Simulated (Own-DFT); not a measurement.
Simulation results for Al₃GaN₄ (wurtzite random alloy, strained, atoms displaced)

All values are calculated (Own-DFT development build). A calculation, not a measurement: plane-wave PBE density functional theory by an unreviewed code, no spin, of a simulated periodic cell, stress positive in tension, free energy of the whole cell less one offset for each atom, forces on such cells passed a denser k mesh, this cell's mesh not checked; offsets are fitted by least squares, one for each functional and potential file, so energies compare only between cells with the same atoms and settings and are not formation energies; the far tail of each file's local potential was reset to the Coulomb form; each entry is a single point on an unrelaxed cell, so the pressure reflects the starting lattice, mostly measured values, from which strain is counted, and rises with the displacements; printed positions are rounded, which can move forces by about a meV/angstrom; the program is a retired in-house code; no spin-orbit coupling.

## Al₃GaN₄ (wurtzite random alloy, strained, atoms displaced)

```
CELL_PARAMETERS angstrom
9.44070 0.00000 0.00000
-4.72040 8.17590 0.00000
0.00000 0.00000 10.06550
ATOMIC_POSITIONS crystal
Al 0.11382 0.21796 0.00191
Al 0.21737 0.11871 0.24545
N 0.11446 0.22713 0.19599
N 0.22686 0.09886 0.44212
Al 0.11393 0.22169 0.50870
Ga 0.22659 0.11003 0.75204
N 0.10718 0.22804 0.69157
N 0.22427 0.11155 0.93009
Al 0.10626 0.55008 0.00504
Ga 0.22548 0.44541 0.24696
N 0.11866 0.56928 0.19343
N 0.23268 0.44761 0.44687
Al 0.11293 0.55470 0.50473
Al 0.21700 0.43807 0.75086
N 0.12011 0.55962 0.70690
N 0.22256 0.44895 0.93928
Al 0.10136 0.88497 0.99573
Al 0.21308 0.78148 0.25337
N 0.10104 0.87368 0.19529
N 0.22691 0.77859 0.43808
Ga 0.11242 0.88876 0.49598
Ga 0.22360 0.77256 0.74523
N 0.11089 0.88051 0.67568
N 0.22779 0.77856 0.93006
Ga 0.44565 0.22683 0.00310
Al 0.54802 0.09491 0.25915
N 0.44901 0.22443 0.19238
N 0.56678 0.12412 0.44029
Al 0.44856 0.22442 0.50072
Al 0.55749 0.11195 0.75224
N 0.44171 0.20831 0.68833
N 0.55005 0.11242 0.94528
Al 0.45202 0.56369 0.99721
Al 0.56232 0.45783 0.25210
N 0.44246 0.55183 0.19176
N 0.54911 0.43829 0.44620
Al 0.44532 0.54806 0.50131
Al 0.55457 0.45026 0.74768
N 0.44475 0.55288 0.68948
N 0.55548 0.44577 0.94465
Al 0.43299 0.88012 0.99545
Al 0.54977 0.76629 0.25348
N 0.44473 0.89655 0.19451
N 0.55075 0.77823 0.43289
Al 0.43835 0.89590 0.50145
Al 0.57017 0.78736 0.74609
N 0.45249 0.89920 0.68597
N 0.55159 0.77319 0.94127
Al 0.77496 0.21614 0.99794
Al 0.89021 0.10711 0.24595
N 0.77840 0.22684 0.18834
N 0.88290 0.10499 0.44653
Al 0.78379 0.22592 0.51159
Ga 0.87802 0.11520 0.74874
N 0.77904 0.22335 0.68674
N 0.88525 0.10738 0.94104
Al 0.77422 0.55306 0.99817
Al 0.89098 0.45464 0.25155
N 0.78763 0.55749 0.18682
N 0.89273 0.44604 0.44029
Ga 0.77601 0.56094 0.50092
Al 0.88376 0.43506 0.74878
N 0.77989 0.56254 0.68858
N 0.87910 0.43229 0.93987
Ga 0.77564 0.89481 0.99885
Ga 0.88282 0.77096 0.25302
N 0.78278 0.89923 0.20158
N 0.88950 0.78306 0.43946
Al 0.78070 0.89582 0.49173
Al 0.89264 0.77945 0.74943
N 0.78291 0.90060 0.70335
N 0.89334 0.77717 0.94213
```

| Property | Result |
| --- | --- |
| functional | PBE |
| potential files | PseudoDojo norm-conserving, scalar-relativistic, standard set with the stringent files for Ga |
| wave cutoff | 96 hartree |
| occupations | Gaussian |
| smearing width | 0.01 eV |
| k mesh | 4 x 4 x 3 centred on Gamma |
| free energy of cell above offsets | -21.717 eV |
| pressure | 4.76 GPa |
| stress xx | -2.3 GPa |
| stress yy | -5.95 GPa |
| stress zz | -6.03 GPa |
| stress yz | -0.37 GPa |
| stress xz | -0.9 GPa |
| stress xy | 0.24 GPa |

Force:
```tsv
element	x (eV/Å)	y (eV/Å)	z (eV/Å)
Al	-0.722	1.015	-0.825
Al	2.857	-1.606	1.45
N	-0.806	-1.467	-1.712
N	-1.406	3.775	-1.282
Al	0.084	-0.45	-1.512
Ga	-0.912	-0.752	-2.597
N	0.672	-0.719	0.033
N	-1.254	-0.799	3.756
Al	-0.131	0.657	-1.092
Ga	-1.277	0.914	1.436
N	-0.572	-1.446	-0.597
N	-1.522	-1.143	-0.09
Al	0.453	0.448	-0.113
Al	0.873	1.374	0.603
N	-1.381	-3.426	-3.016
N	0.716	-1.054	1.06
Al	2.567	0.482	0.941
Al	2.722	0.089	0.027
N	-0.6	3.288	-2.089
N	-0.126	-1.15	0.502
Ga	0.134	-1.192	-0.781
Ga	0.028	2.336	-0.005
N	-1.229	0.337	3.514
N	-2.064	-0.701	2.555
Ga	0.158	-0.599	0.421
Al	0.399	3.824	-1.103
N	-1.035	0.15	1.307
N	-0.16	-1.075	1.153
Al	0.032	-1.317	-0.242
Al	-0.489	-0.191	0.482
N	0.411	2.718	-0.067
N	1.829	-1.231	-1.545
Al	-0.905	-1.795	0.354
Al	0.878	-2.42	-0.136
N	1.388	1.17	-1.166
N	0.324	0.867	-1.409
Al	-0.65	1.884	0.264
Al	0.929	-1.212	0.485
N	-0.418	0.846	0.354
N	-0.201	1.345	-1.395
Al	0.912	1.653	1.345
Al	-0.878	2.214	-0.941
N	0.086	-3.35	-1.337
N	0.69	-0.319	2.363
Al	1.714	0.142	-0.804
Al	-2.229	-1.472	0.281
N	1.147	-0.805	0.482
N	-0.432	1.122	-0.783
Al	-0.927	0.157	1.506
Al	-1.646	2.7	1.517
N	0.684	-0.42	0.553
N	0.942	2.522	-0.756
Al	-0.407	-0.262	-3.832
Ga	2.713	0.247	1.018
N	-2.178	0.91	1.374
N	0.586	2.049	0.439
Al	0.893	-0.093	-0.089
Al	1.525	-2.105	-0.063
N	-2.309	-0.754	-0.083
N	0.366	0.056	0.694
Ga	0.726	-0.419	-0.292
Al	0.063	2.233	0.741
N	0.137	-1.098	1.637
N	0.251	1.234	-0.291
Ga	0.556	-1.516	1.012
Ga	-0.247	1.093	-0.541
N	-0.773	-2.694	-1.515
N	-0.983	-0.369	0.801
Al	-0.82	-1.775	1.074
Al	0.091	0.634	-0.073
N	1.376	-2.407	-2.397
N	-1.226	-0.883	-0.963
```
